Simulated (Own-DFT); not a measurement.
# Bulk modulus against bond length in tetrahedral crystals

No measurement is shown. These are fixed-geometry runs of a retired plane-wave code named Own-DFT, which no person has reviewed; spin and spin-orbit coupling are neglected.

Keep in mind (not all hold for every row): forces on such cells moved up to 12 meV/angstrom on a denser k mesh; forces not confirmed at this smearing and k mesh; k mesh not checked against a denser one; forces on such cells passed a denser k mesh, each cell not checked; stress not checked against mesh or cutoff.

All runs are PBE with PseudoDojo norm-conserving files; cutoff and k mesh are each material's own. Every cell starts from measured lattice constants and was given uniform random strains and small random moves of its atoms. Each triple is the change of volume in per cent, the rms move u in Å and the pressure in GPa.

- 3C SiC (C48Si48), 10.36 Å³/atom unstrained: (-2.03, 0.051, 10.62); (-1.33, 0.050, 8.41); (-1.23, 0.051, 9.00); (-1.02, 0.052, 7.47); (0.03, 0.050, 5.05); (2.09, 0.047, 1.35); (3.75, 0.054, -1.96)
- wurtzite AlN (Al64N64), 10.45 Å³/atom unstrained: (-3.77, 0.050, 14.45); (-1.97, 0.052, 10.57); (-1.04, 0.050, 8.35); (-0.05, 0.052, 6.20); (0.15, 0.048, 5.24); (0.66, 0.049, 3.96); (1.96, 0.050, 1.68)
- wurtzite GaN (Ga48N48), 11.42 Å³/atom unstrained: withheld
- diamond silicon (Si64), 20.02 Å³/atom unstrained: (-1.20, 0.049, 3.87); (-0.31, 0.047, 2.77); (0.55, 0.046, 1.92); (0.58, 0.045, 1.91); (1.26, 0.051, 1.47); (3.41, 0.048, -0.56); (3.87, 0.048, -0.77)
- zincblende GaAs (As32Ga32), 22.58 Å³/atom unstrained: (-2.65, 0.046, 6.45); (-1.24, 0.051, 5.02); (-1.23, 0.048, 5.04); (-0.48, 0.054, 4.40); (-0.04, 0.052, 4.21); (1.53, 0.052, 2.87); (1.60, 0.047, 2.85)
- zincblende InP (In48P48), 25.27 Å³/atom unstrained: (-1.86, 0.050, 5.13); (-0.35, 0.049, 3.88); (-0.05, 0.048, 3.92); (0.34, 0.047, 3.53); (0.40, 0.055, 3.65); (0.88, 0.051, 3.01); (2.58, 0.049, 1.99)
- grey tin (Sn64), 34.15 Å³/atom unstrained: (-3.63, 0.054, 6.15); (-0.48, 0.049, 3.93); (-0.29, 0.050, 3.84); (-0.27, 0.047, 3.76); (0.51, 0.045, 3.43); (1.34, 0.050, 3.13); (1.71, 0.055, 2.78)

## Analysis

Fit a line to each set against the fractional change of volume; B is minus its slope, and u is nearly the same within a set. To take it to zero pressure, assume that B rises by 4 GPa for each GPa: B0 = B - 4 x (mean pressure). The bond length of an ideal tetrahedral crystal with the unstrained volume v is d = (√3/4)(8 v)^(1/3). Cohen's empirical rule reads B0 = (1971 - 220 L) d^(-3.5) GPa, with L = 0 for group IV crystals and SiC and 1 for III-V compounds.

```
material,L,d (Å),B (GPa),mean P (GPa),B0 (GPa),rule (GPa)
3C SiC (C48Si48),0,1.888,213 ± 10,5.7,190 ± 10,213
wurtzite AlN (Al64N64),1,1.893,229 ± 6,7.2,200 ± 6,188
wurtzite GaN (Ga48N48),1,1.950,?,?,?,169
diamond silicon (Si64),0,2.352,90 ± 3,1.5,84 ± 3,99
zincblende GaAs (As32Ga32),1,2.448,82 ± 3,4.4,65 ± 3,76
zincblende InP (In48P48),1,2.541,71 ± 4,3.6,57 ± 4,67
grey tin (Sn64),0,2.810,62 ± 4,3.9,46 ± 4,53
```

A line through ln[B0/(1971 - 220 L)] against ln d has a slope of -3.9 ± 0.2 and a scatter of 8 %. Against the rule, B0 stands at 89 % for 3C SiC, 107 % for wurtzite AlN, 85 % for diamond silicon, 85 % for zincblende GaAs, 85 % for zincblende InP, 88 % for grey tin. PBE tends to make silicon and heavier crystals too soft, and the rule itself is only a guide.

## Withheld run

Question: what B0 does the fitted trend give for wurtzite GaN (Ga48N48)?

The line gives 160 GPa. Its own runs give B = 213 ± 8 GPa at a mean pressure of 8.2 GPa, so B0 = 180 GPa.
